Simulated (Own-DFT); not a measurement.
# What random displacements cost in beta-Si3N4, 42 atoms (N24Si18)

All numbers below are calculated, not measured. The program, named Own-DFT, is a retired in-house plane-wave density functional code that no person has reviewed. Each row is one single-point run on a periodic cell that was not relaxed, without spin or spin-orbit coupling.

Settings of every run: PBE; PseudoDojo norm-conserving scalar-relativistic files; cutoff 42 hartree; 3 x 3 x 3 k mesh centred on Gamma; Fermi-Dirac smearing of 0.1 eV.

Known limits, some of them of some rows only: some atoms lie very close together; forces on such cells passed a denser k mesh, each cell not checked; stress not checked against mesh or cutoff.

Cell vectors in Å: (7.606, 0.000, 0.000); (-3.803, 6.587, 0.000); (0.000, 0.000, 8.727). In each run every atom was moved at random and independently from its ideal site; u is the rms move along one axis. E is the free energy for each atom above the fitted value at u = 0, and F the rms of the force components.

| run | u (Å) | E (meV/atom) | F (eV/Å) | largest force (eV/Å) | P (GPa) |
|---|---|---|---|---|---|
| 1 | 0.0208 | 19.4 | 0.843 | 2.93 | 5.56 |
| 2 | 0.0208 | 23.5 | 0.941 | 2.89 | 5.71 |
| 3 | 0.0489 | 113.1 | 2.041 | 7.21 | 7.57 |
| 4 | 0.0518 | 128.1 | 2.193 | 9.64 | 8.15 |
| 5 | 0.0574 | ? | ? | ? | ? |
| 6 | 0.0919 | 373.1 | 4.058 | 17.68 | 15.04 |
| 7 | 0.0950 | 504.3 | 5.925 | 37.14 | 19.05 |
| 8 | 0.0953 | 439.3 | 4.176 | 19.71 | 16.27 |
| 9 | 0.1541 | 1119.3 | 8.114 | 34.08 | 33.02 |

## Worked fit

For small independent moves the energy grows as E = (3/2) K u², with K the mean stiffness felt by one atom. The runs with u up to 0.11 Å give K = 32.6 ± 1.5 eV/Å², with residuals divided by u² + 0.0006 Å², since the noise grows with the moves. The scatter is 11.8 meV/atom at u = 0.05 Å. The forces follow F = G u with G = 46.3 eV/Å²; no force at u = 0 is resolved. G exceeds K because the moves of its neighbours add to the force on an atom, and stiffness differs between atoms. At u = 0.154 Å the parabola gives 1161 meV/atom and the run 1119. The pressure follows P = 4.76 + 1355 u² GPa: at fixed volume, shortened bonds push harder than stretched ones pull.

## Withheld run

Question: what energy and rms force should run 5 give?

The fit gives 161 ± 16 meV/atom and about 2.66 eV/Å. The calculation gave 191.6 meV/atom and 2.825 eV/Å.
